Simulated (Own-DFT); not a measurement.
# Point defects and the pressure they add: C40 NbSi2

Everything here is calculated. The program is Own-DFT (plane waves, in-house, since retired, never reviewed by a person); positions were held fixed, and spin and spin-orbit coupling were off.

Common settings: PBE; PseudoDojo norm-conserving scalar-relativistic files; cutoff 42 hartree; 4 x 4 x 5 k mesh centred on Gamma; cold (Marzari-Vanderbilt) smearing of 0.2 eV.

Caveats: forces on such cells failed a check on a denser k mesh; stress not checked against mesh or cutoff.

All runs share one cell, with vectors in Å (0.000, 8.324, 0.000); (-9.613, 0.000, 0.000); (0.000, 0.000, 6.586) and a volume of 527.0 Å³. u is the rms random offset of the atoms per axis. The defect's site can differ from row to row.

| cell | formula | u (Å) | P (GPa) |
|---|---|---|---|
| no defect | Nb12Si24 | 0.0189 | 1.49 |
| no defect | Nb12Si24 | 0.0193 | 1.47 |
| no defect | Nb12Si24 | 0.0516 | 2.66 |
| two Si on a Nb site each | Nb10Si26 | 0.0248 | 1.44 |
| two Si on a Nb site each | Nb10Si26 | 0.0548 | 2.86 |
| two Si on a Nb site each | Nb10Si26 | 0.0551 | 2.27 |
| two Nb on a Si site each | Nb14Si22 | 0.0297 | 7.42 |
| two Nb on a Si site each | Nb14Si22 | 0.0304 | 7.27 |
| two Nb on a Si site each | Nb14Si22 | 0.0539 | 8.39 |
| one Si vacancy | Nb12Si23 | 0.0278 | 1.01 |
| one Si vacancy | Nb12Si23 | 0.0286 | ? |
| one Si vacancy | Nb12Si23 | 0.0455 | 1.57 |
| one Si vacancy | Nb12Si23 | 0.0573 | 2.39 |

## Working it out

P = P0 + c u² + a shift for each defect gives P0 = 1.30 GPa, c = 510 ± 50 GPa/Å² and a scatter of 0.18 GPa. The shifts, and each times the cell's volume:

- two Nb on a Si site each: 5.59 ± 0.15 GPa, 18.4 eV (9.2 eV for each of its 2 sites)
- two Si on a Nb site each: -0.23 ± 0.16 GPa, -0.8 eV (-0.4 eV for each of its 2 sites) (not resolved)
- one Si vacancy: -0.68 ± 0.15 GPa, -2.2 eV

Against the defect-free cell, a freed cell would be larger where the shift is positive and smaller where it is negative (160.2 GPa Å³ is 1 eV). The atoms around the defects weren't relaxed, which would change these numbers.

## Withheld run

Question: what pressure belongs in the blank (one Si vacancy, u = 0.0286 Å)?

The fit gives 1.03 ± 0.22 GPa. The hidden result is 0.82 GPa.
